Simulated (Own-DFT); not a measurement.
## Calculated data, AlGa₃N₄ (wurtzite random alloy, strained, atoms displaced)

Computed with Own-DFT development build. A calculation, not a measurement: plane-wave density functional theory by an unreviewed code, no spin, of a simulated periodic cell, stress positive in tension, run twice, with PBE and with PBEsol, both on files made for PBE, so the change isn't that of files made for PBEsol, forces on such cells passed a denser k mesh, this cell's mesh not checked; the far tail of each file's local potential was reset to the Coulomb form; each entry is a single point on an unrelaxed cell, so the pressure reflects the starting lattice, mostly measured values (interpolated for alloys), from which strain is counted, and rises with the displacements; printed positions are rounded, which can move forces by about a meV/angstrom; the program, named Own-DFT, is a retired in-house code; no spin-orbit coupling; stress was not checked against mesh or cutoff.

Common to all runs: functional PBE, then PBEsol; potential files PseudoDojo norm-conserving, scalar-relativistic, standard set; wave cutoff 42 hartree; occupations Fermi-Dirac; smearing width 0.1 eV; k mesh 4 x 4 x 3 centred on Gamma.

```json
{"entry": 1, "formula": "AlGa3N4", "kind": "wurtzite random alloy, strained, atoms displaced", "structure": {"cell_angstrom": [[9.5806, 0.0, 0.0], [-4.7903, 8.297, 0.0], [0.0, 0.0, 10.2685]], "atoms_fractional": [["Al", 0.11364, 0.22682, 0.00016], ["Ga", 0.21673, 0.11281, 0.24823], ["N", 0.11882, 0.22916, 0.18743], ["N", 0.20441, 0.10523, 0.43295], ["Ga", 0.11307, 0.22257, 0.49339], ["Ga", 0.22539, 0.11008, 0.75305], ["N", 0.11263, 0.22503, 0.68001], ["N", 0.22493, 0.11229, 0.93236], ["Al", 0.11084, 0.54722, 0.9973], ["Ga", 0.23619, 0.43938, 0.25315], ["N", 0.11968, 0.562, 0.19262], ["N", 0.22135, 0.45209, 0.42721], ["Al", 0.10721, 0.54814, 0.50899], ["Al", 0.22167, 0.43716, 0.74508], ["N", 0.1189, 0.56025, 0.68027], ["N", 0.22503, 0.44797, 0.94023], ["Al", 0.10287, 0.88515, 0.00135], ["Ga", 0.22664, 0.78466, 0.24956], ["N", 0.10387, 0.88621, 0.18399], ["N", 0.22204, 0.77693, 0.43748], ["Ga", 0.11155, 0.88578, 0.49644], ["Ga", 0.22757, 0.76545, 0.74819], ["N", 0.11084, 0.88878, 0.69014], ["N", 0.21508, 0.77667, 0.93313], ["Al", 0.43715, 0.21182, 0.98973], ["Ga", 0.55917, 0.1173, 0.25192], ["N", 0.44619, 0.20883, 0.19036], ["N", 0.55655, 0.11593, 0.42832], ["Ga", 0.43597, 0.22169, 0.50054], ["Ga", 0.54564, 0.11697, 0.75814], ["N", 0.44425, 0.23034, 0.68974], ["N", 0.54853, 0.1098, 0.93778], ["Ga", 0.44789, 0.5536, 0.00055], ["Ga", 0.56302, 0.45894, 0.24653], ["N", 0.44545, 0.55519, 0.19071], ["N", 0.55107, 0.44455, 0.44129], ["Al", 0.44118, 0.56271, 0.49508], ["Ga", 0.55876, 0.44905, 0.75042], ["N", 0.44142, 0.5523, 0.69294], ["N", 0.55668, 0.44429, 0.94207], ["Ga", 0.44549, 0.88348, 0.99824], ["Ga", 0.56317, 0.78503, 0.24299], ["N", 0.44305, 0.88861, 0.18767], ["N", 0.54971, 0.7825, 0.44429], ["Ga", 0.44084, 0.88516, 0.4953], ["Ga", 0.55831, 0.77219, 0.74784], ["N", 0.43847, 0.88645, 0.69267], ["N", 0.54772, 0.77782, 0.9406], ["Ga", 0.77362, 0.21766, 0.99692], ["Ga", 0.88709, 0.10714, 0.24584], ["N", 0.78099, 0.23248, 0.18397], ["N", 0.89086, 0.11165, 0.43952], ["Ga", 0.78103, 0.2218, 0.50149], ["Ga", 0.89859, 0.11799, 0.75231], ["N", 0.77599, 0.22793, 0.69059], ["N", 0.89337, 0.11311, 0.94152], ["Ga", 0.77323, 0.55263, 0.00015], ["Ga", 0.89875, 0.43681, 0.24471], ["N", 0.77845, 0.55491, 0.18348], ["N", 0.88493, 0.44208, 0.43126], ["Ga", 0.77862, 0.55838, 0.4963], ["Ga", 0.89766, 0.45706, 0.74784], ["N", 0.78069, 0.56929, 0.68519], ["N", 0.88673, 0.43495, 0.94372], ["Ga", 0.78225, 0.88962, 0.00308], ["Ga", 0.89349, 0.7779, 0.25003], ["N", 0.78149, 0.88961, 0.20302], ["N", 0.88966, 0.78052, 0.43224], ["Al", 0.77747, 0.88873, 0.51081], ["Al", 0.87986, 0.77828, 0.74468], ["N", 0.77521, 0.8807, 0.6848], ["N", 0.88971, 0.77914, 0.93992]]}, "results": {"PBE_pressure [GPa]": 4.48, "PBE_stress_xx [GPa]": -3.28, "PBE_stress_yy [GPa]": -2.51, "PBE_stress_zz [GPa]": -7.65, "PBE_stress_yz [GPa]": -0.59, "PBE_stress_xz [GPa]": 0.79, "PBE_stress_xy [GPa]": 0.15, "PBEsol_pressure [GPa]": -0.29, "PBEsol_stress_xx [GPa]": 1.48, "PBEsol_stress_yy [GPa]": 2.23, "PBEsol_stress_zz [GPa]": -2.86, "PBEsol_stress_yz [GPa]": -0.59, "PBEsol_stress_xz [GPa]": 0.73, "PBEsol_stress_xy [GPa]": 0.15, "force_element": ["Al", "Ga", "N", "N", "Ga", "Ga", "N", "N", "Al", "Ga", "N", "N", "Al", "Al", "N", "N", "Al", "Ga", "N", "N", "Ga", "Ga", "N", "N", "Al", "Ga", "N", "N", "Ga", "Ga", "N", "N", "Ga", "Ga", "N", "N", "Al", "Ga", "N", "N", "Ga", "Ga", "N", "N", "Ga", "Ga", "N", "N", "Ga", "Ga", "N", "N", "Ga", "Ga", "N", "N", "Ga", "Ga", "N", "N", "Ga", "Ga", "N", "N", "Ga", "Ga", "N", "N", "Al", "Al", "N", "N"], "PBE_force_x [eV/angstrom]": [0.572, 1.796, -0.968, 2.173, -1.096, -0.765, 0.314, -1.193, -0.767, -2.411, 0.575, 0.448, -0.549, -0.055, 0.578, -0.319, 1.205, -0.365, 0.896, -0.373, -0.364, -1.925, -0.657, -0.031, 0.163, 0.947, -2.858, -0.127, 0.582, 1.569, 0.068, 0.434, -0.674, 1.13, 0.545, -0.929, 0.549, 0.097, -0.792, -0.237, -2.413, -1.484, 0.932, 2.732, -0.938, -1.519, 1.691, 2.685, -0.346, -0.221, 0.775, -0.365, -0.977, -1.185, 0.378, 0.611, 1.134, -0.779, 0.468, 1.077, -0.013, -0.7, 0.559, 0.42, -0.646, -0.157, 0.087, -0.974, -0.13, 2.358, -0.05, -0.196], "PBE_force_y [eV/angstrom]": [-0.028, -0.612, -1.039, 0.193, 0.756, -0.572, 0.39, -0.244, 1.482, 1.194, -0.744, -0.009, 0.696, 0.811, -2.373, -1.265, 0.141, -0.841, 0.871, -1.085, -0.001, 2.083, -0.665, -0.888, 1.166, -0.813, 2.074, -0.466, -0.221, -0.942, -0.365, -0.058, 0.304, -2.366, 1.25, 0.931, -0.62, 0.15, -0.309, -1.444, 0.642, -0.722, 0.526, -0.971, 1.689, 0.79, 1.086, -0.512, -0.14, 1.756, -2.872, -1.085, 0.023, -0.463, -0.257, -0.026, 0.229, 2.444, 0.298, 0.63, -0.368, -0.874, -0.895, 1.802, -0.297, -0.998, -0.14, 0.054, 0.198, 0.726, 1.297, -0.095], "PBE_force_z [eV/angstrom]": [-0.147, -0.63, -1.398, 0.553, 0.053, -1.77, 1.344, 2.555, 1.125, -1.678, -1.831, 3.97, -4.26, 0.678, 1.605, -1.19, -1.053, -0.202, -0.429, 0.578, 0.827, 0.6, -0.118, 1.616, 2.325, -1.394, -2.123, 3.352, -1.019, -2.144, -0.211, 1.098, -0.069, 0.717, -0.809, -0.167, 0.45, -0.092, -1.442, -0.574, 0.317, 1.46, -0.178, -0.52, 0.971, 0.349, -0.792, -0.41, 0.072, 0.896, -0.181, 0.145, -0.437, -0.679, 0.465, 0.144, -0.249, 0.462, 1.041, 1.765, -0.571, 0.459, 0.672, -1.117, 0.099, -0.303, -2.384, 1.878, -3.285, 1.09, 1.307, -1.183], "PBEsol_force_x [eV/angstrom]": [0.582, 1.747, -0.924, 2.122, -1.076, -0.735, 0.293, -1.204, -0.762, -2.364, 0.542, 0.461, -0.571, -0.067, 0.462, -0.166, 1.204, -0.348, 0.868, -0.363, -0.352, -1.872, -0.54, 0.092, 0.16, 0.902, -2.784, -0.122, 0.585, 1.539, 0.067, 0.581, -0.66, 1.108, 0.546, -0.793, 0.549, 0.084, -0.629, -0.227, -2.341, -1.455, 0.916, 2.55, -0.915, -1.487, 1.639, 2.619, -0.341, -0.21, 0.764, -0.353, -0.961, -1.166, 0.385, 0.466, 1.086, -0.772, 0.434, 0.959, -0.013, -0.695, 0.551, 0.288, -0.63, -0.151, 0.075, -0.838, -0.139, 2.349, -0.211, -0.338], "PBEsol_force_y [eV/angstrom]": [-0.031, -0.6, -1.017, 0.201, 0.707, -0.562, 0.219, -0.263, 1.489, 1.164, -0.728, -0.147, 0.687, 0.818, -2.23, -1.181, 0.162, -0.832, 0.849, -0.93, 0.009, 2.052, -0.581, -0.826, 1.185, -0.786, 2.01, -0.463, -0.197, -0.924, -0.369, -0.139, 0.306, -2.301, 1.207, 0.851, -0.629, 0.148, -0.212, -1.269, 0.627, -0.701, 0.509, -0.847, 1.64, 0.769, 1.037, -0.504, -0.122, 1.71, -2.803, -0.924, 0.034, -0.45, -0.24, -0.098, 0.222, 2.379, 0.3, 0.554, -0.376, -0.88, -1.059, 1.688, -0.297, -0.965, -0.131, -0.017, 0.206, 0.735, 1.328, -0.17], "PBEsol_force_z [eV/angstrom]": [-0.157, -0.579, -1.206, 0.539, 0.045, -1.724, 1.258, 2.335, 1.119, -1.615, -1.676, 3.765, -4.282, 0.703, 1.773, -1.136, -1.063, -0.175, -0.237, 0.521, 0.796, 0.593, -0.168, 1.478, 2.312, -1.342, -1.972, 3.264, -1.001, -2.079, -0.2, 0.999, -0.07, 0.711, -0.796, -0.211, 0.451, -0.092, -1.34, -0.605, 0.304, 1.431, -0.183, -0.587, 0.934, 0.355, -0.778, -0.397, 0.073, 0.902, -0.181, 0.095, -0.441, -0.66, 0.439, 0.086, -0.223, 0.473, 1.007, 1.682, -0.56, 0.446, 0.589, -1.14, 0.088, -0.281, -2.349, 1.782, -3.307, 1.12, 1.424, -1.079], "rms_change_of_force_components_from_PBE_to_PBEsol [eV/angstrom]": 0.069}}
{"entry": 2, "formula": "AlGa3N4", "kind": "wurtzite random alloy, strained, atoms displaced", "structure": {"cell_angstrom": [[9.5806, 0.0, 0.0], [-4.7903, 8.297, 0.0], [0.0, 0.0, 10.2685]], "atoms_fractional": [["Ga", 0.1029, 0.22188, 0.99135], ["Ga", 0.22155, 0.10973, 0.24879], ["N", 0.10896, 0.22138, 0.19456], ["N", 0.22289, 0.11375, 0.43015], ["Al", 0.1098, 0.22403, 0.50588], ["Ga", 0.22492, 0.12245, 0.74822], ["N", 0.11632, 0.22696, 0.68862], ["N", 0.21638, 0.11251, 0.94671], ["Ga", 0.10406, 0.54933, 0.992], ["Al", 0.21555, 0.44285, 0.24726], ["N", 0.11325, 0.55679, 0.19322], ["N", 0.22347, 0.44519, 0.44155], ["Al", 0.11376, 0.55885, 0.49331], ["Ga", 0.21201, 0.43487, 0.7507], ["N", 0.10569, 0.55193, 0.68984], ["N", 0.23191, 0.45063, 0.93275], ["Ga", 0.11136, 0.8944, 0.99763], ["Ga", 0.23412, 0.7912, 0.24636], ["N", 0.11287, 0.88238, 0.20014], ["N", 0.22725, 0.77487, 0.43422], ["Al", 0.11912, 0.89291, 0.50332], ["Ga", 0.21499, 0.78157, 0.75097], ["N", 0.11787, 0.89279, 0.6956], ["N", 0.22334, 0.77902, 0.93832], ["Ga", 0.44142, 0.2237, 0.99572], ["Ga", 0.55873, 0.10994, 0.24544], ["N", 0.44175, 0.21949, 0.19266], ["N", 0.55609, 0.12136, 0.43681], ["Al", 0.44028, 0.22359, 0.49668], ["Ga", 0.55099, 0.10104, 0.7488], ["N", 0.43938, 0.21557, 0.68421], ["N", 0.55611, 0.10773, 0.93999], ["Al", 0.45772, 0.55719, 0.00072], ["Ga", 0.55132, 0.43412, 0.25115], ["N", 0.44209, 0.55765, 0.18727], ["N", 0.56404, 0.44869, 0.43499], ["Ga", 0.45276, 0.55524, 0.49467], ["Al", 0.55086, 0.43812, 0.75417], ["N", 0.43953, 0.54705, 0.69086], ["N", 0.55346, 0.44842, 0.94236], ["Ga", 0.44736, 0.88339, 0.9943], ["Ga", 0.5494, 0.77145, 0.24832], ["N", 0.4459, 0.88875, 0.19007], ["N", 0.56571, 0.78675, 0.44253], ["Ga", 0.44688, 0.88916, 0.50515], ["Ga", 0.56247, 0.78522, 0.74556], ["N", 0.45036, 0.88332, 0.69334], ["N", 0.55178, 0.77606, 0.94019], ["Ga", 0.78099, 0.22619, 0.00569], ["Al", 0.89271, 0.11852, 0.25123], ["N", 0.76369, 0.21338, 0.19399], ["N", 0.88249, 0.10547, 0.43846], ["Ga", 0.76408, 0.21505, 0.49967], ["Ga", 0.87885, 0.11281, 0.74468], ["N", 0.77391, 0.22325, 0.68005], ["N", 0.8778, 0.10313, 0.93534], ["Ga", 0.77329, 0.55301, 0.99246], ["Ga", 0.8939, 0.43905, 0.24378], ["N", 0.77537, 0.54658, 0.18977], ["N", 0.88956, 0.44532, 0.43637], ["Ga", 0.77854, 0.55908, 0.49318], ["Al", 0.89476, 0.45098, 0.759], ["N", 0.77551, 0.55977, 0.68474], ["N", 0.89634, 0.45162, 0.9334], ["Ga", 0.77445, 0.89725, 0.00554], ["Ga", 0.8907, 0.77643, 0.25491], ["N", 0.78401, 0.89361, 0.18363], ["N", 0.88824, 0.78266, 0.44328], ["Ga", 0.77184, 0.89623, 0.5063], ["Ga", 0.89395, 0.77937, 0.74184], ["N", 0.77645, 0.89148, 0.69081], ["N", 0.88785, 0.78148, 0.94212]]}, "results": {"PBE_pressure [GPa]": 4.21, "PBE_stress_xx [GPa]": -4.68, "PBE_stress_yy [GPa]": -2.68, "PBE_stress_zz [GPa]": -5.26, "PBE_stress_yz [GPa]": 0.04, "PBE_stress_xz [GPa]": -0.37, "PBE_stress_xy [GPa]": -0.33, "PBEsol_pressure [GPa]": -0.57, "PBEsol_stress_xx [GPa]": 0.16, "PBEsol_stress_yy [GPa]": 2.11, "PBEsol_stress_zz [GPa]": -0.57, "PBEsol_stress_yz [GPa]": 0.04, "PBEsol_stress_xz [GPa]": -0.34, "PBEsol_stress_xy [GPa]": -0.3, "force_element": ["Ga", "Ga", "N", "N", "Al", "Ga", "N", "N", "Ga", "Al", "N", "N", "Al", "Ga", "N", "N", "Ga", "Ga", "N", "N", "Al", "Ga", "N", "N", "Ga", "Ga", "N", "N", "Al", "Ga", "N", "N", "Al", "Ga", "N", "N", "Ga", "Al", "N", "N", "Ga", "Ga", "N", "N", "Ga", "Ga", "N", "N", "Ga", "Al", "N", "N", "Ga", "Ga", "N", "N", "Ga", "Ga", "N", "N", "Ga", "Al", "N", "N", "Ga", "Ga", "N", "N", "Ga", "Ga", "N", "N"], "PBE_force_x [eV/angstrom]": [0.176, -0.375, -0.956, -0.165, -0.057, 0.447, -1.403, 0.522, 2.253, 1.034, 0.688, -0.473, -0.241, 0.606, -0.478, -0.036, 0.13, -0.059, -1.238, -0.997, -0.505, 2.444, -1.233, -0.413, 0.499, -2.394, 0.203, -1.404, 0.354, -0.051, 0.539, -0.408, -2.627, 0.008, -0.138, -0.991, -1.053, -0.027, 0.894, 0.62, -1.298, 1.031, 0.73, -1.541, -0.309, 0.364, -2.275, 1.454, -0.57, -0.104, 3.76, 0.84, 1.464, 0.852, -0.216, 0.116, 0.598, -1.224, -0.149, 0.869, 1.082, -0.94, 0.394, -1.52, 0.692, -0.468, -0.461, 1.041, 2.053, -1.043, 1.124, -0.044], "PBE_force_y [eV/angstrom]": [0.629, -0.289, 0.753, -0.067, -0.017, -1.269, -1.742, 0.578, 1.804, 0.196, -0.217, -0.46, -0.797, 2.649, 0.405, -0.541, -1.386, -1.952, 1.184, 0.595, -0.308, -1.513, 1.231, -0.011, -0.572, -0.975, -0.489, -1.41, 0.253, 1.217, 1.257, 0.905, 0.795, 1.381, -1.538, -1.666, 0.276, 0.91, 0.334, -1.08, 0.345, 1.21, 0.337, -1.475, 0.229, -2.876, 0.456, -1.018, -0.537, -1.487, 1.29, 2.028, 1.718, 0.085, 1.04, 2.205, 1.328, 0.693, 0.54, 0.059, -0.03, -0.51, -1.599, -1.715, -1.919, -0.321, 0.469, 0.802, -0.502, -0.043, 0.364, -0.218], "PBE_force_z [eV/angstrom]": [1.347, -0.71, -0.899, 3.43, -1.842, 0.906, -0.829, -1.407, 1.579, 0.553, -1.252, -0.723, 0.655, -0.784, -0.761, 1.793, 1.123, 0.527, -1.876, 1.776, -1.091, 0.274, -2.205, 0.376, 1.122, 1.228, -1.327, 0.228, -0.352, 0.145, 0.22, -0.158, 0.195, -0.727, -0.325, 0.762, 1.031, -1.321, -0.058, -1.571, 0.989, 0.472, -0.929, -0.88, -0.99, 1.372, -0.68, -0.357, -0.778, 0.273, -1.196, -0.258, -1.167, 0.27, 2.495, -0.303, 1.553, 1.27, -0.714, 0.221, 0.55, -3.63, 1.528, 0.791, -1.188, -0.597, 2.466, 0.639, -0.791, 1.285, 0.116, -0.889], "PBEsol_force_x [eV/angstrom]": [0.194, -0.358, -0.796, -0.178, -0.057, 0.439, -1.354, 0.512, 2.184, 1.06, 0.522, -0.336, -0.225, 0.601, -0.339, -0.165, 0.125, -0.064, -1.203, -0.868, -0.493, 2.388, -1.206, -0.404, 0.485, -2.333, 0.195, -1.214, 0.343, -0.04, 0.511, -0.401, -2.62, 0.03, -0.036, -0.968, -1.031, -0.012, 0.76, 0.789, -1.261, 1.006, 0.705, -1.507, -0.281, 0.341, -2.212, 1.403, -0.571, -0.126, 3.559, 0.708, 1.419, 0.82, -0.203, 0.117, 0.587, -1.233, -0.145, 0.725, 1.032, -0.947, 0.4, -1.47, 0.68, -0.456, -0.455, 0.919, 1.986, -1.023, 1.078, -0.031], "PBEsol_force_y [eV/angstrom]": [0.597, -0.283, 0.664, -0.07, -0.027, -1.251, -1.685, 0.566, 1.771, 0.199, -0.154, -0.39, -0.787, 2.592, 0.463, -0.609, -1.352, -1.9, 1.17, 0.688, -0.305, -1.472, 1.184, -0.009, -0.562, -0.94, -0.472, -1.444, 0.261, 1.169, 1.098, 0.877, 0.799, 1.355, -1.419, -1.494, 0.277, 0.888, 0.389, -1.159, 0.345, 1.18, 0.324, -1.44, 0.211, -2.782, 0.47, -0.827, -0.547, -1.488, 1.332, 1.907, 1.659, 0.057, 0.884, 2.164, 1.297, 0.69, 0.522, -0.009, -0.025, -0.518, -1.426, -1.67, -1.87, -0.313, 0.337, 0.704, -0.496, -0.043, 0.36, -0.217], "PBEsol_force_z [eV/angstrom]": [1.308, -0.672, -0.97, 3.204, -1.842, 0.896, -0.632, -1.384, 1.534, 0.558, -1.277, -0.677, 0.664, -0.754, -0.672, 1.689, 1.088, 0.53, -1.837, 1.638, -1.091, 0.297, -2.029, 0.351, 1.116, 1.206, -1.295, 0.177, -0.361, 0.143, 0.324, -0.165, 0.208, -0.695, -0.208, 0.694, 1.009, -1.302, -0.109, -1.466, 0.963, 0.463, -0.907, -0.851, -0.972, 1.343, -0.679, -0.394, -0.757, 0.258, -1.229, -0.134, -1.13, 0.275, 2.391, -0.286, 1.543, 1.249, -0.695, 0.161, 0.531, -3.632, 1.41, 1.0, -1.155, -0.58, 2.346, 0.571, -0.776, 1.263, 0.092, -0.876], "rms_change_of_force_components_from_PBE_to_PBEsol [eV/angstrom]": 0.068}}
```
